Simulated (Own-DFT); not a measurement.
# A change of arrangement and its cost: C36Si36, 72 atoms

No measurement is shown. These are fixed-geometry runs of a retired plane-wave code named Own-DFT, which no person has reviewed; spin and spin-orbit coupling are neglected.

Method: PBE; PseudoDojo norm-conserving scalar-relativistic files; cutoff 42 hartree; 4 x 4 x 3 k mesh centred on Gamma; Fermi-Dirac smearing of 0.1 eV.

Keep in mind: forces on such cells passed a denser k mesh, each cell not checked; stress not checked against mesh or cutoff.

All cells hold the same atoms in the same cell, with vectors in Å (9.248, 0.000, 0.000); (-4.624, 8.009, 0.000); (0.000, 0.000, 10.068). Atoms are randomly off their ideal sites, by an rms of u per axis. Free energies are per cell, over the lowest run. The arrangements:

- A: 2H SiC
- B: 4H SiC

| arrangement | u (Å) | E (eV) | P (GPa) |
|---|---|---|---|
| A | 0.0296 | 0.540 | 3.93 |
| A | 0.0296 | 0.713 | 3.89 |
| A | 0.0298 | 0.484 | 3.83 |
| A | 0.0578 | 7.609 | 6.26 |
| A | 0.0585 | 7.078 | 5.87 |
| A | 0.0587 | 7.978 | 6.56 |
| B | 0.0302 | 0.000 | 3.60 |
| B | 0.0315 | 0.363 | 3.75 |
| B | 0.0341 | 1.317 | 4.08 |
| B | 0.0601 | 7.966 | 6.53 |
| B | 0.0612 | 7.252 | 5.84 |
| B | 0.0628 | 8.614 | 6.24 |

Q: which arrangement lies lowest after the energy of the random moves is removed?

## Working it out

Fit E = a + b u², with one b for all and one a for each arrangement, and with residuals divided by u², since the noise grows with the moves. Then b = 2761 eV/Å², the scatter at u = 0.04 Å is 0.30 eV, and against A:

- B: -0.48 ± 0.14 eV (lower)

The cells share one lattice and weren't relaxed, which can shift such small differences either way.
